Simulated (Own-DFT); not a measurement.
## Calculated data, AlN (wurtzite, atoms displaced)

A calculation, not a measurement: plane-wave PBE density functional theory by an unreviewed code, no spin, of a simulated periodic cell, stress positive in tension, free energy of the whole cell less one offset for each atom, forces on such cells passed a denser k mesh, this cell's mesh not checked; offsets are fitted by least squares, one for each functional and potential file, so energies compare only between cells with the same atoms and settings and are not formation energies; the far tail of each file's local potential was reset to the Coulomb form; each entry is a single point on an unrelaxed cell, so the pressure reflects the starting lattice, mostly measured values (interpolated for alloys), from which strain is counted, and rises with the displacements; printed positions are rounded, which can move forces by about a meV/angstrom; the program, named Own-DFT, is a retired in-house code; no spin-orbit coupling. Program: Own-DFT development build.

Settings shared by all entries: functional PBE; potential files PseudoDojo norm-conserving, scalar-relativistic, standard set; wave cutoff 42 hartree; occupations Fermi-Dirac; smearing width 0.1 eV; hardware one NVIDIA H100; k mesh 2 x 2 x 2 centred on Gamma.

(1) AlN (wurtzite, atoms displaced)

```
AlN
1.0
     12.4480     0.0000     0.0000
     -6.2240    10.7803     0.0000
      0.0000     0.0000     9.9640
Al N Al N Al N Al N Al N Al N Al N Al N Al N Al N Al N Al N Al N Al N Al N Al N Al N Al N Al N Al N Al N Al N Al N Al N Al N Al N Al N Al N Al N Al N Al N Al N
2 2 2 2 2 2 2 2 2 2 2 2 2 2 2 2 2 2 2 2 2 2 2 2 2 2 2 2 2 2 2 2 2 2 2 2 2 2 2 2 2 2 2 2 2 2 2 2 2 2 2 2 2 2 2 2 2 2 2 2 2 2 2 2
Direct
  0.08566 0.16693 0.99952
  0.16798 0.08311 0.24902
  0.08369 0.16590 0.19141
  0.16497 0.07967 0.43935
  0.08650 0.16771 0.50239
  0.16661 0.08298 0.74934
  0.08620 0.16713 0.69182
  0.16438 0.08280 0.94196
  0.08303 0.41517 0.00064
  0.16496 0.33024 0.24791
  0.08406 0.41720 0.18876
  0.16665 0.33169 0.44076
  0.08541 0.41963 0.49840
  0.16533 0.33297 0.75227
  0.08472 0.41640 0.69194
  0.16824 0.33306 0.94076
  0.08661 0.67068 0.99615
  0.16776 0.58426 0.24686
  0.08641 0.66720 0.19237
  0.17062 0.58524 0.44014
  0.08476 0.66871 0.49826
  0.16745 0.58245 0.75149
  0.08070 0.66403 0.69155
  0.16419 0.58357 0.93998
  0.08488 0.91702 0.99701
  0.16736 0.83568 0.25120
  0.08408 0.91561 0.18854
  0.16538 0.82970 0.44374
  0.08706 0.92044 0.50214
  0.16371 0.83163 0.75027
  0.08270 0.91532 0.69193
  0.16547 0.83350 0.94090
  0.33178 0.16407 0.99883
  0.41873 0.08469 0.24904
  0.33356 0.16498 0.19056
  0.41534 0.08312 0.43782
  0.33418 0.16870 0.50177
  0.41457 0.08113 0.74774
  0.33150 0.16564 0.69109
  0.41471 0.08312 0.94111
  0.33169 0.41514 0.99875
  0.41355 0.33435 0.25333
  0.33437 0.41631 0.19329
  0.41376 0.33077 0.43925
  0.33316 0.41699 0.49767
  0.41813 0.33321 0.75244
  0.33140 0.41801 0.69147
  0.41778 0.33641 0.94217
  0.33547 0.66942 0.99520
  0.41489 0.58029 0.25042
  0.33397 0.66545 0.18660
  0.41717 0.58398 0.44206
  0.33426 0.66942 0.49793
  0.41435 0.57987 0.74862
  0.33251 0.66504 0.69073
  0.41895 0.58323 0.94077
  0.33517 0.91861 0.99905
  0.41802 0.83134 0.24788
  0.33067 0.91409 0.19252
  0.41455 0.83134 0.43973
  0.33029 0.91382 0.50125
  0.41546 0.83445 0.75017
  0.33095 0.91313 0.69505
  0.41800 0.83565 0.93761
  0.58223 0.16684 0.00110
  0.66669 0.08249 0.24979
  0.58409 0.16735 0.19173
  0.66622 0.08075 0.44290
  0.58451 0.16497 0.49891
  0.66236 0.08119 0.75430
  0.58725 0.16838 0.69337
  0.66618 0.08388 0.93680
  0.58537 0.42064 0.00024
  0.66604 0.33371 0.25180
  0.58527 0.41712 0.18708
  0.66689 0.33454 0.44031
  0.58168 0.41505 0.50029
  0.66872 0.33778 0.75089
  0.58466 0.41779 0.69302
  0.66785 0.33616 0.94178
  0.58553 0.66828 0.00100
  0.66664 0.58484 0.24839
  0.58258 0.66398 0.19349
  0.66714 0.58484 0.44177
  0.58349 0.66497 0.50012
  0.66942 0.58414 0.74734
  0.58400 0.67086 0.69201
  0.66714 0.58293 0.94082
  0.58173 0.91776 0.00136
  0.66596 0.83314 0.25123
  0.58629 0.91880 0.19512
  0.66509 0.83462 0.44245
  0.58346 0.91468 0.50260
  0.66655 0.83112 0.75141
  0.58180 0.91745 0.68831
  0.66674 0.83233 0.93766
  0.83307 0.16960 0.00105
  0.91351 0.08193 0.25047
  0.83178 0.16275 0.19551
  0.91809 0.08276 0.43999
  0.83025 0.16454 0.50117
  0.91602 0.08439 0.75105
  0.83172 0.16645 0.69218
  0.91835 0.08598 0.94092
  0.83458 0.41747 0.99640
  0.91723 0.33354 0.25137
  0.83477 0.41801 0.19420
  0.91935 0.33543 0.44151
  0.83279 0.41336 0.49594
  0.91570 0.33158 0.75287
  0.83208 0.41708 0.69231
  0.91766 0.33524 0.93716
  0.83059 0.66661 0.00033
  0.91587 0.58406 0.25422
  0.83355 0.66535 0.18664
  0.91818 0.58156 0.44034
  0.83226 0.66422 0.50016
  0.91562 0.58311 0.74536
  0.83061 0.66740 0.69245
  0.91535 0.58227 0.94054
  0.83529 0.91684 0.99974
  0.91843 0.83129 0.24691
  0.83181 0.91606 0.18852
  0.91681 0.83154 0.44093
  0.83380 0.91645 0.49816
  0.91568 0.83261 0.74883
  0.83320 0.91501 0.69090
  0.91608 0.83528 0.93895
```

* free energy of cell above offsets: -62.293 eV
* pressure: 3.78 GPa
* stress xx: -3.71 GPa
* stress yy: -3.97 GPa
* stress zz: -3.66 GPa
* stress yz: 0.12 GPa
* stress xz: -0.07 GPa
* stress xy: 0.33 GPa
* wall time: 357.1 s

Force:
```csv
element,x (eV/Å),y (eV/Å),z (eV/Å)
Al,-0.703,-0.067,0.295
Al,-0.235,-0.262,-0.036
N,-0.188,-0.277,-0.246
N,0.324,1.106,0.25
Al,-0.544,-0.386,-0.429
Al,-0.216,-0.213,0.384
N,-0.553,-0.126,0.054
N,0.739,0.04,-0.482
Al,-0.051,0.5,-0.361
Al,-0.018,0.461,0.415
N,0.048,-0.406,0.346
N,-0.142,0.326,-0.252
Al,0.321,-0.328,0.454
Al,0.297,0.067,-0.48
N,-0.504,-0.142,-0.168
N,-0.486,-0.045,0.26
Al,-0.798,-1.045,0.887
Al,0.124,-0.021,0.284
N,-0.855,0.253,-0.318
N,-0.606,-0.203,-0.291
Al,0.263,-1.103,0.449
Al,-0.378,-0.017,-0.41
N,0.377,0.457,-0.333
N,0.892,-0.031,0.205
Al,-0.632,-0.238,0.363
Al,0.156,-0.82,-0.001
N,-0.163,0.291,0.06
N,-0.388,1.237,-0.38
Al,-0.438,-1.376,-0.218
Al,0.227,-0.324,0.014
N,-0.019,0.335,-0.037
N,0.576,0.52,-0.346
Al,-0.226,0.874,0.318
Al,-0.309,-0.584,0.015
N,-0.18,0.509,-0.072
N,0.266,-0.08,0.943
Al,-0.036,-0.876,-0.482
Al,0.518,0.449,0.224
N,0.426,0.256,0.067
N,0.444,0.079,-0.312
Al,0.417,0.706,0.408
Al,1.296,-0.481,-1.127
N,-0.709,-0.236,-0.532
N,0.326,0.644,0.67
Al,-0.32,0.065,0.559
Al,-0.623,0.298,-0.12
N,0.813,-0.925,-0.358
N,0.227,-0.878,-0.127
Al,-0.02,-0.748,0.196
Al,-0.039,0.585,-0.029
N,0.217,0.165,0.136
N,0.029,-0.148,-0.283
Al,0.35,-0.626,0.604
Al,0.262,1.031,0.266
N,-0.069,0.495,0.084
N,-0.458,0.007,0.005
Al,-0.487,-0.517,0.376
Al,-0.611,0.118,0.366
N,0.833,0.666,-0.493
N,0.254,0.753,-0.015
Al,0.486,0.401,-0.204
Al,0.788,-0.675,-0.484
N,-0.446,0.584,-0.75
N,-0.136,0.006,0.667
Al,0.038,0.509,-0.386
Al,-0.235,0.298,0.649
N,0.243,-0.168,-0.133
N,-0.274,0.241,-0.526
Al,-0.433,0.116,0.395
Al,0.778,0.206,-1.289
N,-1.237,-0.057,-0.464
N,-0.095,-0.008,1.719
Al,0.006,-0.686,-0.091
Al,0.235,0.294,-0.628
N,-0.709,-0.026,1.15
N,-0.136,-0.528,0.234
Al,0.058,0.338,-0.002
Al,0.223,-0.861,0.195
N,-0.465,-0.159,-0.631
N,-0.07,-0.574,-0.027
Al,-0.199,-0.397,-0.182
Al,0.556,-0.54,0.224
N,-0.425,0.697,-0.373
N,0.171,-0.765,-0.263
Al,-0.438,0.727,0.273
Al,-1.276,0.13,0.676
N,0.358,-1.483,-0.402
N,-0.354,0.501,-0.348
Al,0.931,-0.107,-0.19
Al,0.383,-0.24,0.118
N,-0.517,-0.558,-1.017
N,0.745,-0.536,-0.35
Al,-0.677,0.125,-0.39
Al,-0.411,0.912,-0.51
N,0.224,-0.298,0.909
N,-0.3,0.556,1.057
Al,0.391,-0.497,-0.077
Al,1.075,-0.191,0.059
N,-0.426,1.115,-0.915
N,-0.241,0.245,0.398
Al,0.837,0.359,0.038
Al,0.24,-0.328,-0.285
N,0.016,-0.192,-0.025
N,-0.225,-0.074,0.253
Al,-0.247,0.314,0.843
Al,-0.023,0.009,-0.122
N,-0.056,-0.444,-0.505
N,-0.019,-0.755,-0.052
Al,-0.078,0.575,0.835
Al,-0.053,0.468,-1.184
N,0.479,-0.185,-0.71
N,0.112,-0.432,1.162
Al,0.941,0.039,-0.666
Al,0.734,-0.007,-1.135
N,-0.247,0.193,0.9
N,-0.572,0.189,0.603
Al,0.262,0.457,0.04
Al,-0.074,-0.044,0.893
N,1.01,-0.069,-0.683
N,0.085,0.736,-0.324
Al,-0.679,0.372,-0.261
Al,-0.564,0.338,0.372
N,0.382,-0.261,0.438
N,0.208,0.11,-0.208
Al,0.013,-0.128,0.278
Al,-0.088,0.237,0.128
N,-0.215,0.552,-0.147
N,0.612,-0.438,0.215
```

(2) AlN (wurtzite, atoms displaced)

```
AlN
1.0
     12.4480     0.0000     0.0000
     -6.2240    10.7803     0.0000
      0.0000     0.0000     9.9640
Al N Al N Al N Al N Al N Al N Al N Al N Al N Al N Al N Al N Al N Al N Al N Al N Al N Al N Al N Al N Al N Al N Al N Al N Al N Al N Al N Al N Al N Al N Al N Al N
2 2 2 2 2 2 2 2 2 2 2 2 2 2 2 2 2 2 2 2 2 2 2 2 2 2 2 2 2 2 2 2 2 2 2 2 2 2 2 2 2 2 2 2 2 2 2 2 2 2 2 2 2 2 2 2 2 2 2 2 2 2 2 2
Direct
  0.08840 0.17204 0.00267
  0.16449 0.08308 0.25153
  0.08332 0.16456 0.19584
  0.16727 0.08241 0.44436
  0.08317 0.16442 0.50104
  0.16654 0.08369 0.74947
  0.08794 0.16777 0.69171
  0.16762 0.08429 0.94495
  0.08444 0.41921 0.99957
  0.16970 0.33600 0.25310
  0.08508 0.41548 0.19255
  0.16575 0.33214 0.44170
  0.08227 0.41766 0.50028
  0.16460 0.33064 0.74660
  0.08607 0.41452 0.68928
  0.16927 0.33514 0.94186
  0.08341 0.66409 0.00100
  0.16581 0.58516 0.24954
  0.08244 0.66632 0.18909
  0.16836 0.58517 0.44215
  0.08412 0.66658 0.49855
  0.17008 0.58420 0.75172
  0.08413 0.66688 0.68951
  0.16708 0.58065 0.94120
  0.08429 0.91702 0.00337
  0.16672 0.83674 0.25013
  0.08200 0.91277 0.19322
  0.16486 0.83352 0.43930
  0.08276 0.91669 0.50262
  0.16760 0.83240 0.75361
  0.08146 0.91404 0.68911
  0.16376 0.83206 0.94017
  0.33187 0.16789 0.99806
  0.41687 0.08557 0.24789
  0.33144 0.16824 0.19140
  0.41684 0.08602 0.43907
  0.33293 0.16882 0.49962
  0.41655 0.08404 0.75380
  0.32965 0.16372 0.69110
  0.41879 0.08545 0.93858
  0.33386 0.41652 0.99773
  0.41374 0.33432 0.24564
  0.33479 0.41631 0.19332
  0.41457 0.33111 0.44026
  0.33085 0.41639 0.50160
  0.41537 0.32979 0.74781
  0.33263 0.41713 0.68961
  0.41688 0.33597 0.94214
  0.33165 0.66508 0.00118
  0.41776 0.58469 0.24879
  0.33099 0.66452 0.19226
  0.41890 0.58151 0.43872
  0.33330 0.66716 0.50022
  0.41653 0.58306 0.74919
  0.33326 0.66533 0.69175
  0.41826 0.58285 0.94203
  0.32973 0.91453 0.00137
  0.41671 0.83459 0.25158
  0.33455 0.91736 0.19276
  0.41537 0.83037 0.44094
  0.33208 0.91499 0.50333
  0.41904 0.83449 0.75209
  0.33265 0.91571 0.68774
  0.41582 0.83490 0.93883
  0.58297 0.16798 0.00236
  0.66666 0.08183 0.24973
  0.58464 0.16682 0.19268
  0.66628 0.08173 0.44191
  0.58416 0.16879 0.50082
  0.66842 0.08364 0.75214
  0.58271 0.16875 0.69103
  0.66453 0.08212 0.93743
  0.58283 0.41560 0.99631
  0.66395 0.32985 0.25101
  0.58585 0.42029 0.19356
  0.66731 0.33253 0.44005
  0.58448 0.41843 0.49992
  0.66866 0.33133 0.75046
  0.58086 0.41362 0.69045
  0.66647 0.33399 0.93857
  0.58301 0.66608 0.00324
  0.66711 0.58346 0.25058
  0.58298 0.66785 0.19253
  0.66487 0.58029 0.44150
  0.58341 0.66675 0.50045
  0.66569 0.58246 0.75207
  0.58370 0.66693 0.68841
  0.66757 0.58496 0.94077
  0.58504 0.91453 0.00054
  0.66746 0.83424 0.25191
  0.58383 0.91685 0.18987
  0.66444 0.83287 0.44378
  0.58391 0.91489 0.49963
  0.66704 0.83325 0.75158
  0.58264 0.91819 0.69337
  0.66809 0.83269 0.94275
  0.83361 0.16638 0.99962
  0.91493 0.08540 0.24635
  0.83404 0.16803 0.19133
  0.91732 0.08184 0.43758
  0.82955 0.16342 0.49872
  0.91636 0.08390 0.74833
  0.83500 0.16568 0.69187
  0.91629 0.08028 0.93985
  0.83394 0.41707 0.99829
  0.91842 0.33512 0.24845
  0.83490 0.41861 0.18959
  0.91738 0.33424 0.43914
  0.83157 0.41775 0.50392
  0.91604 0.33234 0.75192
  0.83360 0.41598 0.69232
  0.91866 0.33542 0.94503
  0.83690 0.66796 0.00150
  0.91601 0.58174 0.24975
  0.83161 0.66603 0.19248
  0.91803 0.58158 0.43916
  0.83439 0.66780 0.49653
  0.91492 0.58125 0.75121
  0.83178 0.66498 0.68991
  0.91716 0.58063 0.94206
  0.83134 0.91729 0.99954
  0.91727 0.83190 0.25034
  0.83494 0.91981 0.19089
  0.91617 0.83090 0.43721
  0.83273 0.91689 0.49674
  0.91183 0.83045 0.74798
  0.83581 0.91793 0.69430
  0.91762 0.83382 0.94498
```

* free energy of cell above offsets: -62.406 eV
* pressure: 3.76 GPa
* stress xx: -3.54 GPa
* stress yy: -3.9 GPa
* stress zz: -3.84 GPa
* stress yz: 0.17 GPa
* stress xz: -0.22 GPa
* stress xy: -0.02 GPa
* wall time: 357.1 s

Force:
```csv
element,x (eV/Å),y (eV/Å),z (eV/Å)
Al,-0.529,-1.015,0.089
Al,0.539,-0.369,0.3
N,-0.484,0.869,-0.716
N,-0.351,-0.105,-0.49
Al,-0.144,0.352,-0.324
Al,0.039,-0.898,0.449
N,-1.103,-0.589,-0.205
N,-0.221,-0.238,-0.638
Al,0.541,-0.838,0.564
Al,-0.084,-0.633,-0.124
N,-0.302,0.535,-0.355
N,-0.212,0.093,0.24
Al,0.324,-0.234,-0.272
Al,0.653,0.593,0.637
N,-1.178,0.456,0.503
N,-0.527,-0.033,-0.424
Al,-0.205,0.231,-0.259
Al,0.224,-0.512,0.364
N,0.059,0.365,0.275
N,-0.109,-0.318,-0.33
Al,-0.187,0.234,0.213
Al,-0.635,-0.454,-0.571
N,0.027,-0.409,0.509
N,-0.305,0.76,-0.103
Al,-0.514,0.049,-0.316
Al,0.691,-0.859,0.31
N,-0.308,1.035,-0.346
N,0.388,-0.053,0.241
Al,0.162,-0.212,-0.45
Al,-0.5,0.04,-1.005
N,-0.084,0.182,0.854
N,0.5,-0.067,0.582
Al,0.539,0.072,0.44
Al,-0.192,-0.095,0.539
N,0.333,-0.413,-0.494
N,0.313,-0.556,0.284
Al,0.431,-0.486,0.017
Al,0.053,-0.251,-1.158
N,0.58,0.282,0.145
N,-0.553,-0.432,1.095
Al,-0.149,0.357,0.637
Al,1.248,-0.079,1.03
N,-0.827,0.621,-0.924
N,0.009,0.776,-0.028
Al,0.651,-0.092,-0.494
Al,-0.401,0.514,0.12
N,0.273,-0.263,0.488
N,0.343,-0.655,-0.544
Al,0.523,0.385,-0.086
Al,-0.109,-0.409,0.321
N,0.168,0.674,-0.29
N,-0.81,0.407,0.38
Al,0.558,-0.563,-0.024
Al,0.276,-0.097,0.148
N,0.206,0.569,-0.049
N,-0.424,0.307,-0.144
Al,0.446,0.561,-0.144
Al,0.153,-0.447,-0.18
N,-0.357,0.095,-0.448
N,0.073,0.726,0.117
Al,-0.155,0.557,-1.125
Al,-0.591,-0.247,-0.535
N,0.193,0.204,1.237
N,0.278,-0.501,0.835
Al,0.383,-0.202,-0.428
Al,-0.015,0.306,0.178
N,-0.165,-0.327,-0.435
N,-0.402,-0.089,-0.236
Al,-0.29,-0.591,-0.102
Al,-0.609,0.106,-0.667
N,0.603,-0.648,0.028
N,0.369,0.295,1.151
Al,0.051,0.655,0.783
Al,0.308,1.229,-0.122
N,-0.202,-1.104,-0.815
N,-0.159,0.339,0.326
Al,-0.396,-0.99,-0.12
Al,-0.952,0.368,-0.202
N,0.509,0.37,0.272
N,0.338,-0.211,0.452
Al,0.28,0.018,-0.253
Al,-0.275,0.059,0.129
N,0.339,0.139,-0.01
N,0.195,1.038,-0.122
Al,0.119,-0.467,-0.208
Al,-0.08,-0.195,-0.475
N,-0.028,0.092,0.629
N,0.238,-0.176,0.244
Al,-0.788,0.35,-0.298
Al,0.146,-0.002,-0.195
N,-0.072,-0.17,0.256
N,0.688,-0.023,-0.482
Al,-0.877,0.264,0.534
Al,-0.073,0.016,-0.238
N,0.709,-0.236,-0.409
N,-0.488,-0.276,-0.324
Al,-0.006,-0.141,-0.084
Al,0.83,-0.202,0.488
N,-0.48,-0.035,-0.359
N,-0.489,0.202,0.546
Al,0.893,0.831,-0.021
Al,0.926,-0.054,0.467
N,-0.601,0.31,-0.294
N,-0.048,1.182,0.191
Al,-0.31,-0.274,0.634
Al,-0.207,0.03,0.237
N,-0.284,-0.732,-0.078
N,-0.46,-0.352,0.49
Al,0.704,-0.325,-0.898
Al,0.657,0.246,-0.176
N,0.122,-0.086,0.122
N,-0.076,-0.532,-0.739
Al,-0.51,-0.254,-0.036
Al,-0.155,0.228,-0.032
N,0.469,0.057,-0.14
N,-0.461,0.284,0.37
Al,0.058,-0.724,0.322
Al,0.34,0.685,-0.197
N,0.065,-0.163,-0.077
N,-0.197,0.588,-0.311
Al,1.031,-0.205,0.336
Al,-0.564,0.239,-0.466
N,-0.126,-0.672,0.145
N,-0.365,0.606,0.712
Al,0.384,-0.191,0.438
Al,1.118,0.279,0.789
N,-0.765,-0.203,-0.98
N,-0.142,-0.039,-0.61
```

(3) AlN (wurtzite, atoms displaced)

```
AlN
1.0
     12.4480     0.0000     0.0000
     -6.2240    10.7803     0.0000
      0.0000     0.0000     9.9640
Al N Al N Al N Al N Al N Al N Al N Al N Al N Al N Al N Al N Al N Al N Al N Al N Al N Al N Al N Al N Al N Al N Al N Al N Al N Al N Al N Al N Al N Al N Al N Al N
2 2 2 2 2 2 2 2 2 2 2 2 2 2 2 2 2 2 2 2 2 2 2 2 2 2 2 2 2 2 2 2 2 2 2 2 2 2 2 2 2 2 2 2 2 2 2 2 2 2 2 2 2 2 2 2 2 2 2 2 2 2 2 2
Direct
  0.08387 0.16444 0.99774
  0.16806 0.08517 0.24993
  0.08448 0.16567 0.19064
  0.16537 0.08139 0.43953
  0.08248 0.16527 0.49999
  0.16901 0.08542 0.75266
  0.08538 0.16752 0.68934
  0.16268 0.08176 0.94213
  0.08350 0.41664 0.99991
  0.16572 0.33410 0.25166
  0.08435 0.41683 0.19371
  0.16667 0.33096 0.44198
  0.08528 0.41798 0.49582
  0.16796 0.33318 0.75052
  0.08537 0.41771 0.69371
  0.16560 0.33357 0.93987
  0.08393 0.66758 0.99925
  0.16756 0.58199 0.25237
  0.08013 0.66133 0.19069
  0.16496 0.58222 0.44127
  0.08157 0.66772 0.50365
  0.16566 0.57977 0.74996
  0.08360 0.66806 0.69171
  0.16844 0.58357 0.94187
  0.08486 0.91419 0.99873
  0.16829 0.83257 0.25088
  0.08538 0.91772 0.18917
  0.16528 0.83310 0.44202
  0.08104 0.91748 0.49949
  0.16663 0.83199 0.75051
  0.08514 0.91732 0.69307
  0.16572 0.83069 0.94076
  0.33625 0.17087 0.99871
  0.41671 0.08175 0.24794
  0.33268 0.16614 0.18936
  0.41805 0.08393 0.43945
  0.33336 0.16565 0.49935
  0.41753 0.08336 0.74948
  0.33576 0.16597 0.69003
  0.41485 0.08414 0.93808
  0.33360 0.41552 0.00421
  0.41440 0.33242 0.25088
  0.33225 0.41817 0.19034
  0.41953 0.33389 0.44084
  0.32997 0.41602 0.49621
  0.41552 0.33308 0.74912
  0.33323 0.41708 0.69404
  0.41476 0.33140 0.94184
  0.33701 0.66537 0.99826
  0.41569 0.58344 0.24846
  0.33231 0.66572 0.19363
  0.41746 0.58030 0.43753
  0.33352 0.66374 0.49831
  0.41655 0.58440 0.74925
  0.33332 0.66724 0.69076
  0.41779 0.58120 0.94324
  0.33379 0.91312 0.00255
  0.41816 0.83673 0.25066
  0.33455 0.91617 0.19243
  0.41357 0.83169 0.44190
  0.33614 0.91674 0.49970
  0.41793 0.83710 0.74812
  0.32951 0.91414 0.69036
  0.41354 0.83196 0.94163
  0.58207 0.16833 0.00002
  0.66514 0.08287 0.25127
  0.58225 0.16776 0.19164
  0.66808 0.08313 0.43681
  0.58445 0.17110 0.49772
  0.66671 0.08323 0.75231
  0.58369 0.16551 0.69194
  0.66879 0.08664 0.94017
  0.58303 0.41778 0.00164
  0.66825 0.33469 0.24856
  0.58464 0.41813 0.19261
  0.66563 0.33219 0.44351
  0.58049 0.41530 0.50074
  0.66465 0.33513 0.74776
  0.58466 0.41583 0.69160
  0.66605 0.32970 0.94322
  0.58300 0.66706 0.00357
  0.66775 0.58177 0.24859
  0.58546 0.67104 0.18769
  0.66618 0.58127 0.44282
  0.58349 0.66630 0.50219
  0.66887 0.58397 0.75069
  0.58059 0.66527 0.69136
  0.66594 0.58574 0.94360
  0.58502 0.91597 0.00137
  0.66795 0.83349 0.24897
  0.58635 0.91791 0.19277
  0.66812 0.83423 0.44067
  0.58463 0.91782 0.50185
  0.66453 0.83574 0.75046
  0.58236 0.91637 0.69157
  0.66765 0.83547 0.94276
  0.83277 0.16628 0.00193
  0.91326 0.08003 0.25276
  0.83460 0.16312 0.19155
  0.91748 0.08409 0.44025
  0.83565 0.16788 0.50167
  0.91733 0.08601 0.75070
  0.83600 0.17040 0.69080
  0.92036 0.08401 0.94405
  0.83156 0.41470 0.99870
  0.92001 0.33677 0.25003
  0.83295 0.41641 0.19000
  0.91915 0.33559 0.44228
  0.83319 0.41711 0.50232
  0.91873 0.33385 0.74993
  0.83338 0.41548 0.69143
  0.91804 0.33437 0.93909
  0.83259 0.66659 0.00121
  0.91359 0.58079 0.25057
  0.83437 0.66875 0.19056
  0.92080 0.58533 0.43937
  0.83406 0.66853 0.49770
  0.91578 0.58104 0.74784
  0.83427 0.66834 0.68904
  0.91770 0.58147 0.94144
  0.83419 0.91680 0.00045
  0.91799 0.83639 0.25269
  0.83512 0.91811 0.19183
  0.91783 0.83628 0.44225
  0.83684 0.91898 0.50005
  0.91544 0.82983 0.74936
  0.83662 0.91646 0.69454
  0.91667 0.83134 0.94195
```

- free energy of cell above offsets: -62.376 eV
- pressure: 3.76 GPa
- stress xx: -3.65 GPa
- stress yy: -4.05 GPa
- stress zz: -3.58 GPa
- stress yz: 0.04 GPa
- stress xz: -0.13 GPa
- stress xy: 0.21 GPa
- wall time: 382 s

Force:
```csv
element,x (eV/Å),y (eV/Å),z (eV/Å)
Al,-0.364,0.767,0.838
Al,-0.108,-0.525,-0.311
N,-0.55,0.345,0.231
N,0.126,0.582,0.217
Al,0.321,-0.017,-0.018
Al,-0.119,-0.575,-0.323
N,-0.219,-0.071,0.225
N,1.413,0.158,-0.303
Al,0.054,0.15,0.08
Al,0.268,-0.804,-0.429
N,-0.009,-0.011,-0.423
N,-0.435,0.235,-0.289
Al,-0.114,-0.26,1.028
Al,-0.269,0.054,0.067
N,-0.053,-0.562,-0.963
N,0.556,-0.179,0.403
Al,0.264,-0.757,0.337
Al,-0.596,0.412,-0.38
N,0.22,0.781,0.098
N,0.311,0.41,0.23
Al,0.837,0.173,-0.475
Al,-0.111,1.027,0.291
N,0.114,-0.759,0.136
N,0.022,-0.012,-0.123
Al,-0.596,0.29,0.172
Al,-0.689,-0.507,0.019
N,0.046,-0.249,0.407
N,0.274,0.248,-0.095
Al,1.079,-0.06,0.573
Al,-0.353,0.219,-0.005
N,-0.345,-0.043,-0.253
N,0.443,0.498,0.092
Al,-0.575,-1.48,0.229
Al,-0.435,0.485,0.304
N,0.38,0.301,0.177
N,-0.062,-0.15,0.02
Al,-0.1,-0.114,-0.054
Al,-0.042,-0.397,-0.116
N,-0.515,0.346,0.025
N,0.445,-0.486,0.687
Al,-0.573,-0.088,-0.915
Al,0.373,0.119,-0.167
N,0.378,-0.381,0.602
N,-1.116,-0.405,-0.002
Al,1.061,-0.113,0.912
Al,0.22,0.032,0.125
N,0.182,0.046,-0.919
N,0.307,0.977,-0.261
Al,-0.958,-0.068,0.48
Al,0.466,0.407,-0.077
N,0.236,0.593,-0.432
N,-0.278,0.445,0.384
Al,-0.359,0.265,0.172
Al,-0.106,-0.325,0.457
N,0.149,0.078,-0.099
N,0.019,0.189,-0.345
Al,-0.883,0.737,-0.462
Al,0.566,-0.917,0.127
N,-0.193,0.074,-0.284
N,1.057,0.122,-0.086
Al,-1.131,0.013,0.133
Al,-0.47,-0.937,0.34
N,0.742,0.738,-0.025
N,1.268,0.222,-0.231
Al,0.182,-0.826,0.015
Al,0.506,0.431,-0.55
N,0.355,-0.146,-0.199
N,-0.288,0.318,1.201
Al,0.514,-1.347,0.475
Al,0.119,0.498,-0.352
N,-0.085,0.286,-0.431
N,-0.27,-0.76,0.434
Al,0.24,-0.218,-0.239
Al,-0.206,-0.315,0.442
N,-0.349,-0.474,-0.266
N,0.129,1.014,-0.612
Al,0.722,0.352,0.03
Al,1.117,-0.886,0.662
N,-0.906,0.503,0.002
N,-0.772,1.175,-0.595
Al,0.009,0.309,-0.836
Al,-0.539,0.836,0.381
N,0.106,-1.02,1.045
N,-0.028,0.38,-0.378
Al,0.094,0.071,-0.415
Al,-0.562,0.088,0.015
N,0.579,0.493,0.158
N,0.439,-0.563,-0.434
Al,-0.716,0.514,-0.006
Al,0.061,0.266,0.381
N,-0.616,-0.209,-0.327
N,0.009,-0.157,0.3
Al,-0.182,-0.171,-0.663
Al,1.191,-0.575,0.113
N,0.046,0.562,-0.093
N,0.041,-0.392,-0.35
Al,0.631,0.242,-0.115
Al,0.902,0.81,-0.601
N,-0.976,0.983,0.121
N,-0.062,-0.045,0.49
Al,-0.393,0.052,-0.498
Al,0.611,-0.395,0.301
N,-0.199,-0.868,0.051
N,-1.082,-0.182,-0.681
Al,0.454,0.273,-0.004
Al,-0.334,-0.973,0.084
N,0.078,-0.25,0.091
N,-0.319,-0.299,-0.205
Al,0.201,0.111,-0.374
Al,-0.108,0.309,0.107
N,-0.269,0.032,-0.01
N,-0.169,-0.35,0.521
Al,0.535,-0.033,-0.15
Al,0.499,0.663,-0.316
N,-0.034,-0.226,0.514
N,-1.152,-0.536,0.425
Al,0.183,-0.334,0.082
Al,0.072,0.495,0.54
N,0.109,-0.834,-0.062
N,-0.757,0.107,-0.331
Al,0.409,0.087,-0.09
Al,0.513,-0.207,-0.678
N,-0.161,-0.548,-0.074
N,-0.116,-0.531,-0.244
Al,-0.715,-0.232,0.558
Al,0.436,0.986,0.58
N,-1.066,0.259,-0.517
N,-0.134,0.099,-0.175
```
